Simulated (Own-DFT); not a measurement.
Simulation results for Hf₃₁O₆₄ (monoclinic hafnia with one vacancy, atoms displaced)

A calculation, not a measurement: plane-wave density functional theory by an unreviewed code, no spin, of a simulated periodic cell, stress positive in tension, run twice, with PBE and with PBEsol, both on files made for PBE, so the change isn't that of files made for PBEsol, defect cell not probed for a lower state with spin; a neutral cation vacancy leaves holes that likely carry spin, which this run leaves out; hafnium file: forces about 75 meV/angstrom off all-electron values; oxygen file: force components 24 meV/angstrom off all-electron in one glass; forces on such cells passed a denser k mesh, this cell's mesh not checked; the far tail of each file's local potential was reset to the Coulomb form; each entry is a single point on an unrelaxed cell, so the pressure reflects the starting lattice, mostly measured values (interpolated for alloys), from which strain is counted, and rises with the displacements; printed positions are rounded, which can move forces by about a meV/angstrom; the program, named Own-DFT, is a retired in-house code; no spin-orbit coupling; stress was not checked against mesh or cutoff. Program: Own-DFT development build.

Common to all runs: functional PBE, then PBEsol; potential files PseudoDojo norm-conserving, scalar-relativistic, standard set; wave cutoff 72 hartree; occupations Fermi-Dirac; smearing width 0.1 eV; k mesh 2 x 2 x 2 centred on Gamma.

(1) 
```cif
# cell vector a (Å): 10.2340 0.0000 0.0000
# cell vector b (Å): 0.0000 10.3500 0.0000
# cell vector c (Å): -1.6955 0.0000 10.4453
data_Hf31O64
_symmetry_space_group_name_H-M 'P 1'
_symmetry_Int_Tables_number 1
_cell_length_a 10.2340
_cell_length_b 10.3500
_cell_length_c 10.5820
_cell_angle_alpha 90.000
_cell_angle_beta 99.220
_cell_angle_gamma 90.000
_cell_volume 1106.39
loop_
_atom_site_label
_atom_site_type_symbol
_atom_site_fract_x
_atom_site_fract_y
_atom_site_fract_z
_atom_site_occupancy
Hf1 Hf 0.36617 0.27080 0.14608 1
Hf2 Hf 0.36225 0.47903 0.38394 1
Hf3 Hf 0.13920 0.21567 0.35571 1
O1 O 0.03787 0.16351 0.17599 1
O2 O 0.46760 0.40049 0.09035 1
O3 O 0.46229 0.33271 0.33142 1
O4 O 0.03378 0.09014 0.43365 1
O5 O 0.21890 0.37562 0.24227 1
O6 O 0.27065 0.14668 0.99290 1
O7 O 0.26919 0.11375 0.26072 1
O8 O 0.22730 0.35893 0.50584 1
Hf4 Hf 0.14235 0.02370 0.60712 1
Hf5 Hf 0.35341 0.28058 0.64892 1
Hf6 Hf 0.36495 0.48674 0.88553 1
Hf7 Hf 0.13791 0.22500 0.84246 1
O9 O 0.03653 0.16012 0.67799 1
O10 O 0.46645 0.41231 0.57528 1
O11 O 0.46783 0.33392 0.82432 1
O12 O 0.03411 0.08082 0.92745 1
O13 O 0.23165 0.37027 0.73849 1
O14 O 0.26754 0.14239 0.50108 1
O15 O 0.29171 0.10822 0.75938 1
O16 O 0.21388 0.37234 0.97539 1
Hf8 Hf 0.13657 0.53135 0.11269 1
Hf9 Hf 0.35946 0.78291 0.13706 1
Hf10 Hf 0.36814 0.97925 0.39350 1
Hf11 Hf 0.13672 0.73179 0.34314 1
O17 O 0.03508 0.65997 0.17181 1
O18 O 0.45661 0.91198 0.07811 1
O19 O 0.45978 0.83790 0.32789 1
O20 O 0.03378 0.59217 0.41344 1
O21 O 0.22843 0.87753 0.23006 1
O22 O 0.27685 0.61311 0.01426 1
O23 O 0.28078 0.62858 0.25636 1
O24 O 0.22113 0.86172 0.47417 1
Hf12 Hf 0.14038 0.51911 0.60412 1
Hf13 Hf 0.37273 0.76850 0.65191 1
Hf14 Hf 0.35608 0.96775 0.89886 1
Hf15 Hf 0.12867 0.73673 0.84637 1
O25 O 0.03306 0.65534 0.66944 1
O26 O 0.46081 0.92964 0.57292 1
O27 O 0.45999 0.83250 0.82481 1
O28 O 0.03586 0.59270 0.92277 1
O29 O 0.22692 0.88027 0.72979 1
O30 O 0.27894 0.62565 0.50682 1
O31 O 0.26932 0.60862 0.77691 1
O32 O 0.22359 0.87694 0.98484 1
Hf16 Hf 0.66459 0.01747 0.10788 1
Hf17 Hf 0.87765 0.27397 0.14774 1
Hf18 Hf 0.86694 0.48389 0.39868 1
Hf19 Hf 0.63081 0.23667 0.35545 1
O33 O 0.53264 0.16470 0.16399 1
O34 O 0.95586 0.39860 0.07899 1
O35 O 0.96369 0.32485 0.32379 1
O36 O 0.53516 0.08606 0.43304 1
O37 O 0.72212 0.37625 0.24859 1
O38 O 0.76862 0.12986 0.00372 1
O39 O 0.76584 0.12672 0.25679 1
O40 O 0.72149 0.38494 0.49147 1
Hf20 Hf 0.62387 0.03751 0.60657 1
Hf21 Hf 0.87461 0.27118 0.63556 1
Hf22 Hf 0.85791 0.48262 0.89875 1
Hf23 Hf 0.64003 0.23109 0.85072 1
O41 O 0.53955 0.15702 0.67190 1
O42 O 0.96309 0.42873 0.57304 1
O43 O 0.95750 0.34144 0.82675 1
O44 O 0.53193 0.10100 0.90963 1
O45 O 0.72212 0.38044 0.73809 1
O46 O 0.78423 0.13347 0.50795 1
O47 O 0.77185 0.11414 0.75993 1
O48 O 0.72336 0.37206 0.98257 1
Hf24 Hf 0.63142 0.51871 0.10136 1
Hf25 Hf 0.87255 0.78276 0.14423 1
Hf26 Hf 0.86979 0.97882 0.38505 1
Hf27 Hf 0.65054 0.72716 0.36108 1
O49 O 0.54418 0.66077 0.18925 1
O50 O 0.95647 0.91004 0.06225 1
O51 O 0.95953 0.83254 0.32091 1
O52 O 0.53313 0.58297 0.42828 1
O53 O 0.72665 0.89090 0.24047 1
O54 O 0.77873 0.62212 0.01192 1
O55 O 0.78483 0.62920 0.26551 1
O56 O 0.72475 0.86283 0.48233 1
Hf28 Hf 0.63770 0.51539 0.60754 1
Hf29 Hf 0.86202 0.77270 0.64658 1
Hf30 Hf 0.86488 0.99285 0.89565 1
Hf31 Hf 0.64068 0.73535 0.85686 1
O57 O 0.53433 0.65835 0.67339 1
O58 O 0.96883 0.91757 0.57939 1
O59 O 0.96465 0.83266 0.83232 1
O60 O 0.54169 0.59282 0.90182 1
O61 O 0.73399 0.89002 0.74455 1
O62 O 0.77804 0.63068 0.51115 1
O63 O 0.77393 0.63703 0.75736 1
O64 O 0.73701 0.87209 0.99314 1
_calc_PBE_pressure 9.46  # GPa
_calc_PBE_stress_xx -9.22  # GPa
_calc_PBE_stress_yy -9.86  # GPa
_calc_PBE_stress_zz -9.3  # GPa
_calc_PBE_stress_yz 0.73  # GPa
_calc_PBE_stress_xz -0.19  # GPa
_calc_PBE_stress_xy 0.78  # GPa
_calc_PBEsol_pressure 3.11  # GPa
_calc_PBEsol_stress_xx -2.88  # GPa
_calc_PBEsol_stress_yy -3.54  # GPa
_calc_PBEsol_stress_zz -2.92  # GPa
_calc_PBEsol_stress_yz 0.72  # GPa
_calc_PBEsol_stress_xz 0.14  # GPa
_calc_PBEsol_stress_xy 0.76  # GPa
_calc_rms_change_of_force_components_from_PBE_to_PBEsol 0.066  # eV/angstrom
```

Force:
```tsv
force element	PBE force x (eV/Å)	PBE force y (eV/Å)	PBE force z (eV/Å)	PBEsol force x (eV/Å)	PBEsol force y (eV/Å)	PBEsol force z (eV/Å)
Hf	-3.438	-3.452	-0.647	-3.314	-3.333	-0.615
Hf	-0.845	1.204	2.495	-0.814	1.151	2.475
Hf	0.42	1.86	-2.074	0.419	1.765	-2.053
O	-0.388	-0.45	0.074	-0.46	-0.268	0.204
O	2.069	3.807	-2.276	2.031	3.715	-2.225
O	0.031	-0.524	-0.362	0.043	-0.509	-0.401
O	-1.006	-1.008	-0.351	-0.963	-1.01	-0.308
O	0.4	1.084	-0.273	0.464	1.077	-0.26
O	1.13	-0.467	0.308	1.097	-0.388	0.218
O	1.295	0.838	0.439	1.225	0.869	0.556
O	-1.292	2.626	-2.396	-1.192	2.552	-2.294
Hf	0.867	-1.347	-1.528	0.832	-1.265	-1.51
Hf	3.526	-3.259	-1.214	3.406	-3.118	-1.184
Hf	-0.229	-2.857	3.213	-0.279	-2.821	3.119
Hf	-0.115	0.375	4.58	-0.078	0.328	4.498
O	-0.298	0.263	-1.017	-0.275	0.282	-0.977
O	-0.167	-0.029	-0.013	-0.172	-0.006	-0.041
O	-0.281	1.148	0.113	-0.291	1.113	0.046
O	1.158	1.881	-1.337	1.07	1.84	-1.386
O	-2.286	1.685	0.654	-2.156	1.643	0.626
O	1.292	-2.586	2.199	1.172	-2.509	2.145
O	-1.535	1.366	-1.165	-1.574	1.339	-1.136
O	0.657	0.597	0.531	0.708	0.571	0.49
Hf	2.282	-3.541	-2.524	2.288	-3.387	-2.487
Hf	-1.959	-2.821	1.727	-1.968	-2.688	1.744
Hf	-2.153	0.096	-1.039	-2.096	0.034	-1
Hf	1.738	0.53	1.616	1.729	0.481	1.565
O	-1.792	1.738	0.04	-1.725	1.719	0.085
O	4.168	2.834	-1.187	4.006	2.741	-1.215
O	1.572	-1.047	-0.441	1.497	-1.003	-0.478
O	0.197	-1.09	1.011	0.181	-1.072	1.018
O	-0.289	-0.586	0.678	-0.137	-0.689	0.735
O	0.731	1.474	0.372	0.637	1.415	0.362
O	-0.585	-1.137	0.355	-0.656	-1.123	0.343
O	0.348	1.642	1.419	0.398	1.596	1.36
Hf	1.026	0.559	-1.007	0.995	0.58	-0.995
Hf	-0.58	0.567	-2.986	-0.543	0.619	-2.874
Hf	0.073	3.213	0.346	0.042	3.088	0.324
Hf	0.542	-0.332	1.66	0.497	-0.378	1.609
O	-0.298	1.392	0.407	-0.275	1.371	0.44
O	-1.471	-2.653	1.696	-1.435	-2.562	1.601
O	1.212	-0.403	0.432	1.159	-0.423	0.352
O	-0.971	-0.967	0.881	-0.932	-0.939	0.899
O	-0.402	-1.418	0.537	-0.332	-1.37	0.539
O	-0.49	-0.434	1.026	-0.537	-0.441	0.998
O	-0.163	2.465	-3.703	-0.197	2.375	-3.605
O	-0.128	-2.081	-1.022	0.028	-2.091	-1.059
Hf	-4.304	2.367	-1.355	-4.14	2.374	-1.309
Hf	-4.701	-5.327	1.809	-4.549	-5.213	1.852
Hf	-0.985	0.012	-1.995	-0.982	-0.006	-1.912
Hf	2.066	-0.869	-0.255	2.039	-0.868	-0.29
O	0.176	-0.609	0.974	0.174	-0.543	1.008
O	5.04	6.898	-3.035	4.903	6.767	-3.012
O	-0.055	1.431	1.753	-0.07	1.377	1.631
O	0.311	1.476	-2.311	0.302	1.419	-2.183
O	0.082	1.388	-1.178	0.115	1.344	-1.131
O	1.35	0.184	0.708	1.26	0.135	0.679
O	0.985	-0.853	0.653	0.895	-0.864	0.622
O	0.477	-1.642	-0.456	0.516	-1.582	-0.445
Hf	6.578	-6.201	-1.526	6.411	-6.022	-1.526
Hf	-2.762	0.525	1.134	-2.707	0.555	1.137
Hf	0.115	0.196	-0.913	0.08	0.131	-0.862
Hf	0.832	0.579	0.139	0.8	0.493	0.133
O	-5.057	6.382	2.406	-4.925	6.249	2.411
O	0.5	-1.466	0.799	0.484	-1.418	0.719
O	1.541	-1.383	-0.979	1.486	-1.353	-1.002
O	-1.48	-2.883	1.639	-1.401	-2.774	1.593
O	0.6	0.087	-0.271	0.623	0.102	-0.266
O	-0.574	0.41	0.021	-0.602	0.429	0.037
O	0.819	2.622	-0.712	0.716	2.55	-0.68
O	-0.748	0.386	0.704	-0.664	0.393	0.656
Hf	1.288	-0.021	1.377	1.27	0.013	1.356
Hf	-1.686	-2.973	-0.599	-1.644	-2.835	-0.569
Hf	-1.96	1.409	2.809	-1.938	1.325	2.769
Hf	-1.684	-0.868	-0.694	-1.608	-0.915	-0.684
O	-0.718	-0.209	-2.223	-0.653	-0.211	-2.129
O	1.411	1.027	1.223	1.206	0.94	1.128
O	1.341	0.127	0.482	1.289	0.113	0.402
O	0.335	0.446	-0.642	0.338	0.401	-0.593
O	0.412	-1.833	0.184	0.502	-1.767	0.17
O	-0.461	1.009	0.447	-0.503	0.965	0.407
O	-0.086	-0.708	-0.18	-0.149	-0.681	-0.124
O	1.044	1.738	0.888	1.103	1.646	0.826
Hf	0.306	0.437	-0.568	0.301	0.442	-0.594
Hf	-0.656	0.868	-0.502	-0.665	0.873	-0.465
Hf	0.289	-1.482	-0.339	0.263	-1.493	-0.301
Hf	2.521	1.339	-0.957	2.48	1.23	-0.969
O	-0.822	1.496	0.231	-0.81	1.479	0.278
O	0.104	-0.111	-0.385	0.101	-0.089	-0.418
O	-0.004	0.201	-1.043	0.013	0.169	-1.07
O	-2.273	-2.767	2.621	-2.212	-2.689	2.575
O	-1.122	-1.224	-0.856	-1.014	-1.207	-0.814
O	0.152	-0.597	0.261	0.096	-0.581	0.238
O	0.069	-1.546	0.865	0.006	-1.487	0.843
O	-2.179	-0.22	-0.4	-2.058	-0.191	-0.369
```

(2) 
```cif
# cell vector a (Å): 10.2340 0.0000 0.0000
# cell vector b (Å): 0.0000 10.3500 0.0000
# cell vector c (Å): -1.6955 0.0000 10.4453
data_Hf31O64
_symmetry_space_group_name_H-M 'P 1'
_symmetry_Int_Tables_number 1
_cell_length_a 10.2340
_cell_length_b 10.3500
_cell_length_c 10.5820
_cell_angle_alpha 90.000
_cell_angle_beta 99.220
_cell_angle_gamma 90.000
_cell_volume 1106.39
loop_
_atom_site_label
_atom_site_type_symbol
_atom_site_fract_x
_atom_site_fract_y
_atom_site_fract_z
_atom_site_occupancy
Hf1 Hf 0.13466 0.01894 0.10540 1
Hf2 Hf 0.36069 0.27806 0.14602 1
Hf3 Hf 0.35812 0.46895 0.39039 1
Hf4 Hf 0.14047 0.22820 0.34818 1
O1 O 0.03498 0.15913 0.16150 1
O2 O 0.47824 0.41439 0.07391 1
O3 O 0.47151 0.32680 0.31690 1
O4 O 0.04405 0.08451 0.41526 1
O5 O 0.21851 0.36785 0.24490 1
O6 O 0.27916 0.12390 0.01456 1
O7 O 0.27674 0.11107 0.25758 1
O8 O 0.22521 0.36529 0.49562 1
Hf5 Hf 0.15054 0.02469 0.60442 1
Hf6 Hf 0.36943 0.27180 0.63004 1
Hf7 Hf 0.35700 0.48123 0.89969 1
Hf8 Hf 0.13587 0.23909 0.85353 1
O9 O 0.04429 0.18737 0.67919 1
O10 O 0.46586 0.42301 0.57052 1
O11 O 0.45547 0.33910 0.83369 1
O12 O 0.02981 0.07020 0.92396 1
O13 O 0.22090 0.37589 0.73591 1
O14 O 0.27547 0.12712 0.50515 1
O15 O 0.28094 0.12709 0.75252 1
O16 O 0.22992 0.39922 0.98971 1
Hf9 Hf 0.13912 0.53436 0.11352 1
Hf10 Hf 0.35447 0.76008 0.14226 1
Hf11 Hf 0.35299 0.97400 0.38962 1
Hf12 Hf 0.12528 0.71286 0.34624 1
O17 O 0.03804 0.64197 0.19337 1
O18 O 0.46281 0.90839 0.07391 1
O19 O 0.46363 0.83334 0.31988 1
O20 O 0.03200 0.56850 0.41742 1
O21 O 0.22289 0.87163 0.24062 1
O22 O 0.27783 0.63201 0.00547 1
O23 O 0.28364 0.62896 0.26707 1
O24 O 0.22365 0.86430 0.49967 1
Hf13 Hf 0.13751 0.52085 0.61146 1
Hf14 Hf 0.35982 0.77012 0.63864 1
Hf15 Hf 0.35917 0.97402 0.88125 1
Hf16 Hf 0.12861 0.71968 0.86149 1
O25 O 0.04191 0.66078 0.67637 1
O26 O 0.47523 0.90114 0.56917 1
O27 O 0.46820 0.83915 0.81702 1
O28 O 0.04559 0.59177 0.91915 1
O29 O 0.22023 0.87014 0.74088 1
O30 O 0.27141 0.61624 0.50777 1
O31 O 0.26886 0.60975 0.76206 1
O32 O 0.21722 0.86488 0.98678 1
Hf17 Hf 0.86436 0.27458 0.15370 1
Hf18 Hf 0.86836 0.47844 0.39603 1
Hf19 Hf 0.63773 0.23568 0.35153 1
O33 O 0.54148 0.16814 0.17634 1
O34 O 0.96886 0.42421 0.07781 1
O35 O 0.95755 0.35460 0.32552 1
O36 O 0.53625 0.07484 0.41109 1
O37 O 0.71702 0.35953 0.23613 1
O38 O 0.76872 0.12937 0.01527 1
O39 O 0.78556 0.13478 0.26165 1
O40 O 0.71837 0.35278 0.49058 1
Hf20 Hf 0.62722 0.02382 0.59783 1
Hf21 Hf 0.86610 0.26768 0.64969 1
Hf22 Hf 0.86297 0.49382 0.90236 1
Hf23 Hf 0.63510 0.22519 0.86064 1
O41 O 0.53010 0.16290 0.67266 1
O42 O 0.96204 0.41405 0.56778 1
O43 O 0.96488 0.35289 0.83730 1
O44 O 0.53933 0.07775 0.92255 1
O45 O 0.71965 0.38951 0.73841 1
O46 O 0.77615 0.12486 0.51601 1
O47 O 0.76378 0.11406 0.76435 1
O48 O 0.72798 0.36382 0.97826 1
Hf24 Hf 0.64011 0.53757 0.10219 1
Hf25 Hf 0.85779 0.77899 0.13906 1
Hf26 Hf 0.86017 0.97031 0.40029 1
Hf27 Hf 0.62456 0.71684 0.35256 1
O49 O 0.54232 0.65869 0.18700 1
O50 O 0.96514 0.91270 0.08129 1
O51 O 0.96842 0.84294 0.31518 1
O52 O 0.52404 0.57679 0.42317 1
O53 O 0.72437 0.88558 0.22616 1
O54 O 0.77136 0.61852 0.99916 1
O55 O 0.78032 0.61379 0.27369 1
O56 O 0.71878 0.88281 0.50157 1
Hf28 Hf 0.63452 0.51812 0.59824 1
Hf29 Hf 0.86023 0.76178 0.64521 1
Hf30 Hf 0.86205 0.99297 0.88907 1
Hf31 Hf 0.63671 0.72291 0.86986 1
O57 O 0.53316 0.66497 0.66341 1
O58 O 0.97062 0.90808 0.57781 1
O59 O 0.97394 0.83029 0.83426 1
O60 O 0.53320 0.58432 0.91422 1
O61 O 0.70962 0.87791 0.73759 1
O62 O 0.77977 0.63206 0.51535 1
O63 O 0.78949 0.62324 0.76787 1
O64 O 0.73011 0.85798 0.99659 1
_calc_PBE_pressure 8.48  # GPa
_calc_PBE_stress_xx -8.13  # GPa
_calc_PBE_stress_yy -9.17  # GPa
_calc_PBE_stress_zz -8.15  # GPa
_calc_PBE_stress_yz -0.45  # GPa
_calc_PBE_stress_xz 0.75  # GPa
_calc_PBE_stress_xy -0.36  # GPa
_calc_PBEsol_pressure 2.14  # GPa
_calc_PBEsol_stress_xx -1.76  # GPa
_calc_PBEsol_stress_yy -2.88  # GPa
_calc_PBEsol_stress_zz -1.76  # GPa
_calc_PBEsol_stress_yz -0.46  # GPa
_calc_PBEsol_stress_xz 1.06  # GPa
_calc_PBEsol_stress_xy -0.34  # GPa
_calc_rms_change_of_force_components_from_PBE_to_PBEsol 0.062  # eV/angstrom
```

Force:
```tsv
force element	PBE force x (eV/Å)	PBE force y (eV/Å)	PBE force z (eV/Å)	PBEsol force x (eV/Å)	PBEsol force y (eV/Å)	PBEsol force z (eV/Å)
Hf	1.471	-1.68	-0.658	1.427	-1.594	-0.664
Hf	2.126	-2.322	-1.97	2.122	-2.237	-1.876
Hf	-0.272	1.122	1.523	-0.268	1.082	1.544
Hf	-1.124	-1.044	0.933	-1.044	-1.088	0.904
O	-0.813	2.337	1.59	-0.771	2.268	1.609
O	-0.654	0.237	0.816	-0.66	0.259	0.761
O	-3.26	2.465	0.996	-3.194	2.387	0.912
O	-1.234	-0.544	0.953	-1.166	-0.527	0.974
O	0.905	2.125	-1.153	0.952	2.063	-1.099
O	-0.702	1.52	-0.809	-0.755	1.482	-0.772
O	-0.413	1.385	0.246	-0.48	1.348	0.258
O	0.181	-0.291	-1.801	0.264	-0.289	-1.769
Hf	-1.97	-1.358	0.045	-1.866	-1.314	0.006
Hf	-1.49	0.338	3.43	-1.491	0.349	3.38
Hf	1.784	0.12	-2.435	1.713	0.065	-2.367
Hf	0.467	0.312	0.663	0.454	0.308	0.54
O	-0.068	-2.021	-0.738	-0.076	-1.919	-0.636
O	-1.072	-1.705	-0.069	-1.055	-1.655	-0.137
O	1.342	-1.564	-1.354	1.291	-1.512	-1.348
O	2.753	2.885	-0.956	2.664	2.775	-0.861
O	-0.143	-0.498	0.531	-0.114	-0.485	0.519
O	0.953	0.034	-0.149	0.856	0.032	-0.136
O	-0.408	-0.949	0.329	-0.457	-0.938	0.288
O	-2.064	-3.551	1.372	-1.946	-3.437	1.326
Hf	1.956	-4.916	-3.338	1.913	-4.793	-3.303
Hf	1.621	4.116	-0.03	1.558	4.087	-0.01
Hf	1.762	-0.93	0.128	1.716	-0.946	0.12
Hf	1.499	3.391	4.663	1.471	3.243	4.492
O	-3.941	2.386	-2.161	-3.786	2.348	-2.048
O	-1.365	-0.937	-0.65	-1.491	-0.993	-0.705
O	0.001	-0.395	0.335	-0.015	-0.421	0.299
O	1.99	2.11	0.954	1.939	2.046	0.948
O	-0.383	-0.205	-0.305	-0.298	-0.196	-0.296
O	0.212	-0.061	1.813	0.126	-0.068	1.778
O	-0.329	-2.078	-0.614	-0.395	-2.021	-0.614
O	0.124	0.81	-1.253	0.203	0.829	-1.185
Hf	0.626	-1.222	-0.773	0.635	-1.156	-0.762
Hf	0.322	-1.168	1.08	0.324	-1.067	1.067
Hf	0.601	0.437	3.038	0.595	0.369	2.981
Hf	5.625	6.255	-3.895	5.524	6.12	-3.841
O	-1.908	0.799	-0.763	-1.848	0.777	-0.687
O	-1.788	0.419	-0.591	-1.757	0.43	-0.592
O	-0.206	-0.6	0.172	-0.227	-0.596	0.13
O	-5.03	-5.906	4.21	-4.925	-5.805	4.167
O	0.834	1.658	-0.839	0.902	1.644	-0.84
O	0.008	0.538	-0.075	-0.05	0.508	-0.071
O	0.958	1.014	-0.137	0.851	0.961	-0.126
O	0.721	0.734	0.838	0.746	0.7	0.811
Hf	-1.513	-1.37	-2.628	-1.533	-1.319	-2.527
Hf	-4.732	0.695	1.776	-4.583	0.649	1.747
Hf	2.072	-4.272	-0.353	2.055	-4.188	-0.41
O	-1.755	0.268	-1.208	-1.791	0.435	-1.04
O	0.503	0.224	0.72	0.495	0.264	0.669
O	4.431	-5.084	-2.159	4.302	-4.965	-2.151
O	-1.141	0.369	0.458	-1.119	0.343	0.519
O	0.031	3.527	-0.995	0.082	3.389	-0.95
O	1.584	0.17	-0.983	1.573	0.236	-1.048
O	0.862	-1.236	1.888	0.827	-1.114	1.879
O	0.588	2.743	1.13	0.626	2.67	1.1
Hf	1.579	-1.401	0.461	1.569	-1.374	0.416
Hf	-1.87	1.602	-0.627	-1.817	1.622	-0.631
Hf	0.095	-3.445	-1.668	0.066	-3.412	-1.622
Hf	-0.642	0.418	0.73	-0.601	0.329	0.717
O	-0.488	0.882	-0.072	-0.478	0.883	-0.043
O	-0.252	-0.778	1.987	-0.252	-0.744	1.9
O	1.703	-2.642	-1.264	1.676	-2.593	-1.268
O	-1.244	0.203	-0.99	-1.237	0.25	-1.05
O	0.478	-1.016	-0.305	0.528	-0.976	-0.315
O	0.921	0.146	0.237	0.826	0.142	0.244
O	0.926	2.013	-1.048	0.844	1.956	-1.002
O	0.4	1.435	1.583	0.447	1.396	1.527
Hf	0.02	-5.245	0.313	-0.01	-5.1	0.279
Hf	-1.357	1.214	1.182	-1.375	1.314	1.178
Hf	-0.762	1.654	-1.15	-0.744	1.574	-1.103
Hf	1.672	3.125	2.369	1.599	2.97	2.251
O	-1.998	0.144	-2.448	-1.919	0.151	-2.335
O	0.766	0.077	-0.452	0.738	0.088	-0.458
O	0.358	-1.092	0.777	0.332	-1.094	0.713
O	0.94	0.491	-1.02	0.921	0.466	-0.96
O	0.676	-1.558	2.098	0.824	-1.623	2.094
O	-0.021	1.723	3.377	-0.108	1.671	3.273
O	-0.767	1.129	-2.39	-0.817	1.081	-2.324
O	1.428	-2.239	-2.067	1.455	-2.148	-1.991
Hf	1.273	0.61	1.906	1.214	0.633	1.846
Hf	-0.255	2.25	1.664	-0.267	2.217	1.641
Hf	-2.971	-3.881	2.121	-2.9	-3.799	2.11
Hf	1.587	4.201	-4.746	1.6	4.074	-4.65
O	0.492	-0.579	0.69	0.478	-0.568	0.686
O	0.389	0.778	-0.35	0.358	0.763	-0.399
O	-2.511	1.287	-0.808	-2.422	1.22	-0.822
O	-0.97	-0.709	1.972	-0.914	-0.68	2.003
O	1.446	-0.463	0.421	1.455	-0.447	0.382
O	-1.156	-0.772	-0.832	-1.189	-0.748	-0.788
O	-0.972	1.145	-0.831	-0.979	1.128	-0.784
O	-0.047	-0.343	-1.606	0.057	-0.444	-1.572
```
